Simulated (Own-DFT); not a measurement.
# Response to strain: 2H SiC, 32 atoms (C16Si16)

All numbers below are calculated, not measured. The program, named Own-DFT, is a retired in-house plane-wave density functional code that no person has reviewed. Each row is one single-point run on a periodic cell that was not relaxed, without spin or spin-orbit coupling.

Settings of every run: PBE; PseudoDojo norm-conserving scalar-relativistic files; cutoff 42 hartree; 5 x 5 x 3 k mesh centred on Gamma; Fermi-Dirac smearing of 0.1 eV.

Known limits: forces on such cells passed a denser k mesh, each cell not checked; stress not checked against mesh or cutoff.

Unstrained cell vectors in Å: (6.165, 0.000, 0.000); (-3.083, 5.339, 0.000); (0.000, 0.000, 10.068). The unstrained cell has measured lattice constants (interpolated for alloys), not those of this functional. That, the random moves and any unrelaxed bonds set the pressure at no strain. Each run strains this cell uniformly, with the atoms carried along. Every atom was also moved at random, by a Gaussian of width 0.05 Å on each axis. Strain is the symmetric tensor, in per cent. Stress is positive in tension, and the pressure is minus a third of its trace.

| run | e_xx (%) | e_yy (%) | e_zz (%) | e_yz (%) | e_xz (%) | e_xy (%) | s_xx (GPa) | s_yy (GPa) | s_zz (GPa) | s_yz (GPa) | s_xz (GPa) | s_xy (GPa) | P (GPa) | E (meV/atom) |
|---|---|---|---|---|---|---|---|---|---|---|---|---|---|---|
| 1 | -1.94 | -1.03 | 0.58 | -1.26 | 0.95 | -1.73 | -16.65 | -12.02 | -6.47 | -4.67 | 3.86 | -7.25 | 11.71 | 55.0 |
| 2 | -1.74 | 1.32 | -0.52 | 1.57 | 1.79 | 1.93 | -15.28 | 1.58 | -10.65 | 5.23 | 5.31 | 8.95 | 8.11 | 50.3 |
| 3 | 1.94 | 1.04 | 1.57 | -0.79 | -0.63 | -0.42 | 6.93 | 5.36 | 2.26 | -2.05 | -1.94 | -1.41 | -4.85 | 1.5 |
| 4 | -1.35 | -0.19 | -1.62 | 0.89 | -1.62 | -0.81 | -14.47 | -6.54 | -17.18 | 2.41 | -6.74 | -4.04 | 12.73 | 22.5 |
| 5 | 0.94 | 0.52 | -1.01 | 0.71 | -1.32 | 1.32 | 2.03 | 0.79 | -14.52 | 1.73 | -4.38 | 4.78 | 3.90 | 0.0 |
| 6 | 2.00 | -1.91 | 0.68 | -0.98 | 0.34 | 0.04 | 5.54 | -11.42 | -2.78 | -2.57 | 2.41 | 0.25 | 2.89 | 14.3 |
| 7 | 1.45 | 0.01 | 0.14 | 1.32 | 1.19 | 0.24 | 5.04 | -4.01 | -6.75 | 4.16 | 3.42 | 1.95 | 1.91 | 15.5 |
| 8 | 1.29 | 0.33 | 1.71 | -0.84 | 0.59 | -1.52 | 3.10 | -1.19 | 3.65 | -1.93 | 2.11 | -6.77 | -1.85 | 19.2 |
| 9 | -1.67 | -1.67 | 1.40 | 1.03 | 1.43 | -0.21 | -15.68 | -15.98 | -0.62 | 4.52 | 6.15 | -2.51 | 10.76 | 49.9 |
| 10 | -0.38 | 1.04 | -1.04 | -1.99 | -0.47 | -1.92 | -9.17 | 0.63 | -11.79 | -6.70 | -0.46 | -8.24 | 6.78 | 47.2 |
| 11 | 0.74 | -1.62 | 1.93 | 1.06 | -0.51 | 0.14 | 0.78 | -10.79 | 0.44 | 3.44 | -2.22 | 3.02 | 3.19 | 36.7 |
| 12 | -1.54 | 0.50 | -1.26 | 0.75 | 1.74 | -1.47 | -15.10 | -1.78 | -16.44 | 2.41 | 4.17 | -6.53 | 11.11 | 53.5 |
| 13 | 1.73 | -1.25 | -0.58 | 1.51 | 1.94 | -0.51 | 2.00 | -8.22 | -12.80 | 4.98 | 6.55 | -1.97 | 6.34 | 60.3 |
| 14 | -0.93 | -1.33 | 1.26 | 1.84 | -0.50 | 1.18 | -11.36 | -13.41 | 0.40 | 7.39 | -0.80 | 5.71 | 8.12 | 35.8 |
| 15 | 1.23 | 0.93 | 0.07 | -0.57 | -1.79 | 0.73 | 4.12 | 1.32 | -7.41 | -0.88 | -6.38 | 2.79 | 0.65 | 23.2 |
| 16 | -1.56 | -0.62 | -1.77 | 1.70 | 0.52 | -0.46 | -13.62 | -10.94 | -20.75 | 4.84 | 0.72 | -2.29 | 15.10 | 48.3 |
| 17 | 0.09 | -1.39 | 1.54 | 0.18 | 1.35 | 0.69 | -6.17 | -11.62 | 0.61 | -0.29 | 5.78 | 3.66 | 5.73 | 54.0 |
| 18 | 1.41 | -0.99 | -1.24 | 1.75 | 1.33 | -1.93 | ? | ? | ? | ? | ? | ? | ? | ? |

E is the free energy for each atom above the lowest run shown.

## Worked fit

Each stress component was fitted by least squares to a constant and the strains of the runs shown, as fractions, with shears doubled. Shear strains stay in the fit of a normal stress only where such slopes are resolved. The slopes, in GPa:

| stress | at no strain | per e_xx | per e_yy | per e_zz | scatter |
|---|---|---|---|---|---|
| s_xx | -5.2 | 597 ± 26 | 59 ± 35 | 36 ± 33 | 1.41 |
| s_yy | -4.1 | 130 ± 20 | 553 ± 28 | 3 ± 26 | 1.11 |
| s_zz | -8.0 | 19 ± 25 | 67 ± 34 | 612 ± 31 | 1.34 |

Each shear stress against twice its own strain: yz 169 ± 12, xz 174 ± 8, xy 215 ± 15 GPa. These are stiffnesses along x, y and z of the frame in which the cell vectors are given, which need not be the crystal's axes. The atoms are held to the strained lattice; where symmetry lets them move under strain, relaxing them would lower some slopes. The table should be nearly symmetric about its diagonal, and what it lacks of that shows the noise. A ninth of its sum, 231 ± 5 GPa, estimates the bulk modulus near the mean pressure of these runs, 6.0 GPa, so it lies above the value at zero pressure.

## Withheld run

Question: what normal stresses and pressure should run 18 give?

The fit gives s_xx = 2.2, s_yy = -7.8, s_zz = -16.0 and P = 7.2 GPa. The calculation gave -0.10, -9.02, -11.52 and P = 6.88 GPa.
